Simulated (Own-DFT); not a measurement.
# Strain and stress in wurtzite AlN, 128 atoms (Al64N64)

Calculated results; nothing here was measured. The program, named Own-DFT, is a retired in-house plane-wave density functional code that no person has reviewed. Each row is one single-point run on a periodic cell that was not relaxed, without spin or spin-orbit coupling.

Settings of every run: PBE; PseudoDojo norm-conserving scalar-relativistic files; cutoff 42 hartree; 2 x 2 x 2 k mesh centred on Gamma; Fermi-Dirac smearing of 0.1 eV.

Known limits: forces on such cells passed a denser k mesh, each cell not checked; stress not checked against mesh or cutoff.

Unstrained cell vectors in Å: (12.448, 0.000, 0.000); (-6.224, 10.780, 0.000); (0.000, 0.000, 9.964). The unstrained cell has measured lattice constants (interpolated for alloys), not those of this functional. That, the random moves and any unrelaxed bonds set the pressure at no strain. Each run strains this cell uniformly, with the atoms carried along. Every atom was also moved at random, by a Gaussian of width 0.05 Å on each axis. Strain is the symmetric tensor, in per cent. Stress is positive in tension, and the pressure is minus a third of its trace.

| run | e_xx (%) | e_yy (%) | e_zz (%) | e_yz (%) | e_xz (%) | e_xy (%) | s_xx (GPa) | s_yy (GPa) | s_zz (GPa) | s_yz (GPa) | s_xz (GPa) | s_xy (GPa) | P (GPa) | E (meV/atom) |
|---|---|---|---|---|---|---|---|---|---|---|---|---|---|---|
| 1 | -1.54 | -1.60 | 1.06 | 0.46 | -0.32 | 1.68 | -13.96 | -13.06 | -4.76 | 1.35 | -0.62 | 5.47 | 10.59 | 13.7 |
| 2 | -0.72 | 0.41 | 1.76 | -1.92 | 0.44 | 0.22 | -7.93 | -2.95 | 1.33 | -4.69 | 1.66 | 1.48 | 3.18 | 4.0 |
| 3 | 0.47 | 1.70 | 0.85 | 1.17 | 0.18 | -1.95 | -2.54 | 3.25 | 0.64 | 2.01 | 0.22 | -6.70 | -0.45 | 0.0 |
| 4 | -1.21 | 0.66 | -1.84 | 1.30 | -1.23 | 1.69 | -12.05 | -5.59 | -14.93 | 3.07 | -3.18 | 6.25 | 10.86 | 20.3 |
| 5 | 1.99 | -1.02 | -0.44 | -0.58 | 0.01 | 0.91 | 1.07 | -7.80 | -7.19 | -1.95 | 0.18 | 3.52 | 4.64 | 5.0 |
| 6 | 1.62 | 0.60 | 1.38 | -1.24 | 1.47 | -0.71 | 2.10 | -0.08 | 1.42 | -2.61 | 3.78 | -4.05 | -1.14 | 4.6 |
| 7 | 1.97 | -1.67 | -1.51 | 0.90 | -1.32 | 0.94 | 0.70 | -13.33 | -12.15 | 2.33 | -3.80 | 3.41 | 8.26 | 15.2 |
| 8 | 1.16 | -1.25 | 1.09 | -1.96 | 1.62 | 0.89 | -0.56 | -10.77 | -1.09 | -4.24 | 3.79 | 1.88 | 4.14 | 18.0 |
| 9 | 1.55 | 1.99 | -0.43 | -0.53 | -1.09 | 0.43 | 1.21 | 5.27 | -4.80 | -1.20 | -3.14 | 1.08 | -0.56 | 2.5 |
| 10 | -0.30 | 1.58 | -0.40 | 1.60 | 0.87 | -1.66 | -6.66 | 0.33 | -5.94 | 3.56 | 1.99 | -7.00 | 4.09 | 20.4 |
| 11 | 0.68 | -1.46 | 0.65 | 0.15 | 1.05 | 0.56 | -2.69 | -12.56 | -3.11 | -0.17 | 2.81 | 0.93 | 6.12 | 4.4 |
| 12 | 0.44 | 0.65 | -1.95 | -1.26 | -0.01 | -0.97 | -5.34 | -2.96 | -15.31 | -3.43 | 0.81 | -3.08 | 7.87 | 27.3 |
| 13 | -0.77 | -1.69 | 0.85 | -0.44 | -1.20 | -1.58 | -10.12 | -16.87 | -3.55 | -1.14 | -3.33 | -4.67 | 10.18 | 34.2 |
| 14 | 1.26 | 0.66 | -1.71 | -0.32 | -0.93 | 1.85 | -0.59 | -3.76 | -10.85 | -1.81 | -2.34 | 5.87 | 5.07 | 10.0 |
| 15 | -0.65 | 1.36 | -0.66 | -0.82 | 0.34 | -1.41 | ? | ? | ? | ? | ? | ? | ? | ? |

E is the free energy for each atom above the lowest run shown.

## Worked fit

Each stress component was fitted by least squares to a constant and the strains of the runs shown, as fractions, with shears doubled. Shear strains stay in the fit of a normal stress only where such slopes are resolved. The slopes, in GPa:

| stress | at no strain | per e_xx | per e_yy | per e_zz | scatter |
|---|---|---|---|---|---|
| s_xx | -6.1 | 445 ± 13 | 57 ± 11 | 61 ± 12 | 0.54 |
| s_yy | -6.1 | 112 ± 28 | 492 ± 25 | 75 ± 26 | 1.19 |
| s_zz | -6.0 | 96 ± 20 | 88 ± 18 | 452 ± 19 | 0.85 |

Each shear stress against twice its own strain: yz 117 ± 8, xz 134 ± 6, xy 164 ± 8 GPa. These are stiffnesses along x, y and z of the frame in which the cell vectors are given, which need not be the crystal's axes. The atoms are held to the strained lattice; where symmetry lets them move under strain, relaxing them would lower some slopes. The table should be nearly symmetric about its diagonal, and what it lacks of that shows the noise. A ninth of its sum, 209 ± 5 GPa, estimates the bulk modulus near the mean pressure of these runs, 5.2 GPa, so it lies above the value at zero pressure.

## Withheld run

Question: what normal stresses and pressure should run 15 give?

The fit gives s_xx = -8.7, s_yy = -0.6, s_zz = -8.4 and P = 5.9 GPa. The calculation gave -9.68, -1.44, -5.63 and P = 5.59 GPa.
